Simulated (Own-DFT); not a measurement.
# How strain changes the stress of hcp Ru, 36 atoms (Ru36)

Calculated results; nothing here was measured. The program, named Own-DFT, is a retired in-house plane-wave density functional code that no person has reviewed. Each row is one single-point run on a periodic cell that was not relaxed, without spin or spin-orbit coupling.

Settings of every run: PBE; PseudoDojo norm-conserving scalar-relativistic files; cutoff 50 hartree; 5 x 5 x 4 k mesh centred on Gamma; cold (Marzari-Vanderbilt) smearing of 0.2 eV.

Known limits: forces on such cells failed a check on a denser k mesh; stress not checked against mesh or cutoff.

Unstrained cell vectors in Å: (8.118, 0.000, 0.000); (-4.059, 7.030, 0.000); (0.000, 0.000, 8.563). The unstrained cell has measured lattice constants (interpolated for alloys), not those of this functional. That, the random moves and any unrelaxed bonds set the pressure at no strain. Each run strains this cell uniformly, with the atoms carried along. Every atom was also moved at random, by a Gaussian of width 0.05 Å on each axis. Strain is the symmetric tensor, in per cent. Stress is positive in tension, and the pressure is minus a third of its trace.

```
run,e_xx (%),e_yy (%),e_zz (%),e_yz (%),e_xz (%),e_xy (%),s_xx (GPa),s_yy (GPa),s_zz (GPa),s_yz (GPa),s_xz (GPa),s_xy (GPa),P (GPa),E (meV/atom)
1,-0.84,0.62,-0.62,-0.56,1.82,1.95,-14.01,-6.51,-13.81,-2.13,7.25,7.48,11.44,39.2
2,-1.33,1.11,1.98,1.22,-0.32,-0.39,-8.98,0.09,3.72,4.11,-0.79,-1.97,1.72,6.0
3,-0.30,-1.03,0.09,-1.53,-0.87,-1.06,-11.37,-15.48,-9.70,-6.15,-3.61,-4.86,12.18,26.1
4,-0.04,-0.44,-0.85,1.93,-1.66,-1.52,-11.31,-11.25,-15.12,6.82,-6.80,-6.68,12.56,31.7
5,0.89,0.68,-1.66,1.89,-1.90,0.50,-5.42,-5.75,-18.12,7.82,-8.00,2.76,9.76,49.3
6,1.66,1.31,-0.02,-0.54,-0.47,-0.87,3.40,2.95,-1.56,-1.68,-1.38,-2.72,-1.60,0.0
7,-1.93,-0.95,-1.27,0.23,-1.25,1.90,-26.01,-22.20,-24.08,1.19,-5.61,9.18,24.10,74.8
8,1.57,0.83,1.84,-1.36,0.66,-1.55,5.70,3.43,7.83,-4.48,2.19,-5.65,-5.65,6.2
9,0.05,-1.40,1.91,-1.01,-1.14,0.64,-6.34,-12.59,1.98,-3.47,-4.26,3.10,5.65,13.3
10,0.01,0.44,1.70,-0.79,-1.07,1.25,-4.04,-2.35,3.55,-2.73,-3.64,4.73,0.95,11.4
11,1.63,1.45,-1.89,1.46,-1.95,-1.60,0.72,-1.85,-15.47,5.52,-6.97,-5.72,5.53,40.5
12,-1.64,0.79,1.52,1.22,1.56,1.71,-13.29,-3.68,0.63,4.33,5.36,6.92,5.45,18.8
13,-1.18,-0.07,-1.36,0.52,-1.17,-1.92,-18.97,-13.98,-19.93,2.00,-5.21,-7.95,17.63,46.1
14,1.35,1.89,-0.36,1.50,1.14,0.39,1.91,4.59,-5.15,5.14,4.53,1.19,-0.45,21.9
15,0.93,-0.89,-1.28,1.54,-0.23,1.84,-6.89,-14.98,-17.17,6.33,-1.07,7.78,13.01,38.4
16,-1.84,0.34,-1.93,-0.46,-1.40,1.64,?,?,?,?,?,?,?,?
```

E is the free energy for each atom above the lowest run shown.

## Worked fit

Each stress component was fitted by least squares to a constant and the strains of the runs shown, as fractions, with shears doubled. Shear strains stay in the fit of a normal stress only where such slopes are resolved. The slopes, in GPa:

| stress | at no strain | per e_xx | per e_yy | per e_zz | scatter |
|---|---|---|---|---|---|
| s_xx | -8.5 | 604 ± 17 | 186 ± 21 | 224 ± 14 | 0.73 |
| s_yy | -8.5 | 195 ± 21 | 605 ± 26 | 219 ± 17 | 0.91 |
| s_zz | -8.7 | 209 ± 19 | 181 ± 23 | 688 ± 15 | 0.82 |

Each shear stress against twice its own strain: yz 182 ± 6, xz 186 ± 7, xy 212 ± 8 GPa. These are stiffnesses along x, y and z of the frame in which the cell vectors are given, which need not be the crystal's axes. The atoms are held to the strained lattice; where symmetry lets them move under strain, relaxing them would lower some slopes. The table should be nearly symmetric about its diagonal, and what it lacks of that shows the noise. A ninth of its sum, 346 ± 9 GPa, estimates the bulk modulus near the mean pressure of these runs, 7.5 GPa, so it lies above the value at zero pressure.

## Withheld run

Question: what normal stresses and pressure should run 16 give?

The fit gives s_xx = -23.3, s_yy = -14.2, s_zz = -25.2 and P = 20.9 GPa. The calculation gave -23.33, -14.84, -27.39 and P = 21.85 GPa.
